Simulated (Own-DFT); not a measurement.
## Calculated data, Si$_{4}$SnGe$_{11}$ (diamond-structure random alloy, strained, atoms displaced)

A calculation, not a measurement: plane-wave density functional theory by an unreviewed code, no spin, of a simulated periodic cell, stress positive in tension, run twice, with PBE and with PBEsol, both on files made for PBE, so the change isn't that of files made for PBEsol, forces on such cells moved up to 12 meV/angstrom on a denser k mesh; the far tail of each file's local potential was reset to the Coulomb form; each entry is a single point on an unrelaxed cell, so the pressure reflects the starting lattice, mostly measured values (interpolated for alloys), from which strain is counted, and rises with the displacements; printed positions are rounded, which can move forces by about a meV/angstrom; the program, named Own-DFT, is a retired in-house code; no spin-orbit coupling; stress was not checked against mesh or cutoff. Program: Own-DFT development build.

```cif
# cell vector a (Å): 11.3629 0.0000 0.0000
# cell vector b (Å): 0.0000 11.3629 0.0000
# cell vector c (Å): 0.0000 0.0000 11.3064
data_Si4SnGe11
_symmetry_space_group_name_H-M 'P 1'
_symmetry_Int_Tables_number 1
_cell_length_a 11.3629
_cell_length_b 11.3629
_cell_length_c 11.3064
_cell_angle_alpha 90.000
_cell_angle_beta 90.000
_cell_angle_gamma 90.000
_cell_volume 1459.83
loop_
_atom_site_label
_atom_site_type_symbol
_atom_site_fract_x
_atom_site_fract_y
_atom_site_fract_z
_atom_site_occupancy
Ge1 Ge 0.99467 0.00233 0.99903 1
Ge2 Ge 0.99517 0.24954 0.25517 1
Ge3 Ge 0.24972 0.99226 0.25032 1
Ge4 Ge 0.25367 0.25086 0.99583 1
Ge5 Ge 0.12609 0.11926 0.12731 1
Si1 Si 0.13255 0.37509 0.38057 1
Ge6 Ge 0.37596 0.12459 0.37549 1
Ge7 Ge 0.37560 0.36998 0.12527 1
Ge8 Ge 0.00401 0.00495 0.49138 1
Si2 Si 0.00654 0.25574 0.75128 1
Si3 Si 0.24426 0.00074 0.75344 1
Ge9 Ge 0.24731 0.25198 0.50575 1
Sn1 Sn 0.11839 0.12895 0.62664 1
Ge10 Ge 0.12375 0.38427 0.86951 1
Sn2 Sn 0.37902 0.12333 0.87297 1
Ge11 Ge 0.37458 0.37702 0.62528 1
Si4 Si 0.00883 0.50651 0.99627 1
Ge12 Ge 0.00056 0.74712 0.25970 1
Ge13 Ge 0.24902 0.50217 0.25430 1
Ge14 Ge 0.24922 0.74984 0.00316 1
Ge15 Ge 0.12527 0.63278 0.12076 1
Ge16 Ge 0.12259 0.87268 0.37142 1
Ge17 Ge 0.37887 0.62300 0.37381 1
Ge18 Ge 0.37380 0.87061 0.12154 1
Si5 Si 0.00174 0.50416 0.50264 1
Ge19 Ge 0.99933 0.74424 0.75604 1
Si6 Si 0.24679 0.50064 0.75034 1
Ge20 Ge 0.25046 0.75188 0.51334 1
Ge21 Ge 0.12697 0.62558 0.61688 1
Ge22 Ge 0.12734 0.87634 0.87302 1
Si7 Si 0.37373 0.61954 0.87805 1
Si8 Si 0.37878 0.86635 0.61839 1
Ge23 Ge 0.50265 0.99695 0.99837 1
Ge24 Ge 0.49967 0.24805 0.24514 1
Ge25 Ge 0.74473 0.99596 0.25445 1
Ge26 Ge 0.75431 0.24724 0.99387 1
Sn3 Sn 0.62675 0.12634 0.11980 1
Ge27 Ge 0.61814 0.38326 0.38056 1
Ge28 Ge 0.87587 0.11304 0.37236 1
Ge29 Ge 0.87571 0.37478 0.12813 1
Ge30 Ge 0.48885 0.00539 0.49817 1
Si9 Si 0.50656 0.24267 0.74860 1
Ge31 Ge 0.75277 0.00093 0.75188 1
Ge32 Ge 0.74338 0.25096 0.50119 1
Ge33 Ge 0.62335 0.11915 0.62391 1
Si10 Si 0.62859 0.36778 0.87357 1
Ge34 Ge 0.86811 0.12057 0.88250 1
Ge35 Ge 0.88159 0.37427 0.62458 1
Ge36 Ge 0.49426 0.50175 0.99857 1
Ge37 Ge 0.49640 0.74111 0.25205 1
Ge38 Ge 0.75457 0.50040 0.25591 1
Si11 Si 0.75393 0.74775 0.00346 1
Sn4 Sn 0.63427 0.62737 0.11873 1
Ge39 Ge 0.62431 0.86948 0.36962 1
Ge40 Ge 0.86996 0.63330 0.37736 1
Si12 Si 0.87334 0.87452 0.11990 1
Si13 Si 0.49682 0.49188 0.49652 1
Ge41 Ge 0.50236 0.75367 0.74372 1
Si14 Si 0.74828 0.49937 0.75601 1
Si15 Si 0.74429 0.74881 0.50709 1
Ge42 Ge 0.62561 0.63271 0.63322 1
Ge43 Ge 0.62374 0.87500 0.86943 1
Ge44 Ge 0.87677 0.61938 0.87870 1
Si16 Si 0.87401 0.87532 0.62685 1
_calc_functional 'PBE, then PBEsol'
_calc_potential_files 'PseudoDojo norm-conserving, scalar-relativistic, standard set'
_calc_wave_cutoff 49  # hartree
_calc_occupations 'Fermi-Dirac'
_calc_smearing_width 0.1  # eV
_calc_k_mesh '3 x 3 x 3 centred on Gamma'
_calc_PBE_pressure 3.57  # GPa
_calc_PBE_stress_xx -3.58  # GPa
_calc_PBE_stress_yy -3.4  # GPa
_calc_PBE_stress_zz -3.73  # GPa
_calc_PBE_stress_yz 0.31  # GPa
_calc_PBE_stress_xz 0.21  # GPa
_calc_PBE_stress_xy -0.74  # GPa
_calc_PBEsol_pressure 0.95  # GPa
_calc_PBEsol_stress_xx -0.95  # GPa
_calc_PBEsol_stress_yy -0.79  # GPa
_calc_PBEsol_stress_zz -1.11  # GPa
_calc_PBEsol_stress_yz 0.29  # GPa
_calc_PBEsol_stress_xz 0.21  # GPa
_calc_PBEsol_stress_xy -0.71  # GPa
_calc_rms_change_of_force_components_from_PBE_to_PBEsol 0.048  # eV/angstrom
```

Force:
```tsv
force element	PBE force x (eV/Å)	PBE force y (eV/Å)	PBE force z (eV/Å)	PBEsol force x (eV/Å)	PBEsol force y (eV/Å)	PBEsol force z (eV/Å)
Ge	0.656	-0.862	0.521	0.657	-0.8	0.478
Ge	1.1	-0.018	0.064	1.026	-0.057	0.032
Ge	0.397	0.441	-0.127	0.376	0.424	-0.13
Ge	-1.64	0.788	0.982	-1.569	0.764	0.967
Ge	-0.222	0.859	-0.165	-0.22	0.823	-0.164
Si	-1.329	0.439	-0.134	-1.262	0.397	-0.156
Ge	-1.134	0.792	-0.649	-1.085	0.756	-0.618
Ge	-0.555	0.872	0.113	-0.53	0.842	0.103
Ge	-1.184	-2.072	0.417	-1.135	-1.977	0.366
Si	-2.245	0.61	1.599	-2.206	0.608	1.566
Si	0.903	-1.853	-1.097	0.858	-1.8	-1.047
Ge	1.376	0.742	-1.424	1.369	0.694	-1.345
Sn	0.624	-0.876	0.414	0.625	-0.856	0.299
Ge	0.268	-0.671	0.575	0.29	-0.682	0.579
Sn	-0.365	-0.218	-0.527	-0.357	-0.214	-0.422
Ge	0.44	-0.247	0.745	0.386	-0.283	0.684
Si	-0.778	-0.599	0.839	-0.761	-0.579	0.816
Ge	-0.673	0.49	-1.824	-0.626	0.459	-1.736
Ge	-0.151	-0.413	-0.673	-0.098	-0.364	-0.679
Ge	0.508	0.039	-1.247	0.459	0.073	-1.159
Ge	-0.404	-1.045	1.009	-0.348	-0.973	1.006
Ge	0.829	-0.035	1.061	0.797	-0.025	1.021
Ge	-0.757	-0.299	1.349	-0.755	-0.266	1.253
Ge	0.637	0.173	0.591	0.606	0.162	0.573
Si	-0.047	-0.527	-1.021	-0.08	-0.483	-0.966
Ge	0.012	0.607	-1	0.041	0.566	-0.933
Si	0.791	0.727	-0.391	0.73	0.674	-0.421
Ge	0.241	-0.025	-2.164	0.177	-0.075	-2.13
Ge	-0.561	-0.717	1.618	-0.523	-0.627	1.571
Ge	-0.459	-0.118	0.313	-0.486	-0.157	0.342
Si	-0.51	0.702	-1.051	-0.463	0.72	-0.985
Si	-0.488	1.868	1.251	-0.447	1.804	1.201
Ge	-0.258	-1.924	0.169	-0.25	-1.862	0.158
Ge	-0.553	1.062	1.618	-0.553	1.033	1.561
Ge	1.309	-0.902	-0.621	1.246	-0.85	-0.568
Ge	0.206	2.055	0.064	0.229	1.936	0.095
Sn	0.366	-0.434	0.528	0.352	-0.427	0.513
Ge	0.772	-1.196	-1	0.803	-1.205	-1.014
Ge	-0.99	1.459	0.125	-0.944	1.409	0.114
Ge	0.62	0.405	-0.776	0.576	0.36	-0.714
Ge	1.246	-1.584	0.337	1.233	-1.493	0.292
Si	0.732	1.793	-0.862	0.686	1.714	-0.883
Ge	-0.148	-0.469	-0.677	-0.188	-0.421	-0.611
Ge	0.754	-0.312	-0.312	0.724	-0.307	-0.296
Ge	0.006	0.304	0.128	0.035	0.273	0.093
Si	-0.655	0.633	-0.414	-0.636	0.608	-0.329
Ge	1.518	0.755	-1.664	1.441	0.708	-1.58
Ge	-0.598	0.465	0.405	-0.61	0.428	0.371
Ge	0.376	-1.481	-0.72	0.374	-1.45	-0.627
Ge	-0.02	1.339	-0.336	-0.021	1.306	-0.318
Ge	0.107	-0.656	0.381	0.102	-0.629	0.365
Si	1.586	2.133	-2.224	1.519	2.051	-2.226
Sn	-1.262	-1.108	1.019	-1.294	-1.138	1.057
Ge	-0.67	-0.108	1.371	-0.672	-0.076	1.283
Ge	0.251	-0.85	1.201	0.259	-0.833	1.091
Si	0.035	-0.229	0.871	0.078	-0.173	0.894
Si	-0.238	1.788	1.309	-0.245	1.746	1.278
Ge	-1.333	-0.293	1.189	-1.206	-0.29	1.153
Si	0.143	-0.418	-0.383	0.18	-0.362	-0.41
Si	0.58	0.959	-0.227	0.523	0.904	-0.258
Ge	0.266	-2.108	-1.014	0.214	-2.003	-0.945
Ge	0.799	-0.471	0.807	0.743	-0.42	0.748
Ge	-0.588	0.117	0.188	-0.53	0.15	0.145
Si	0.357	-0.281	-0.446	0.386	-0.239	-0.401
```
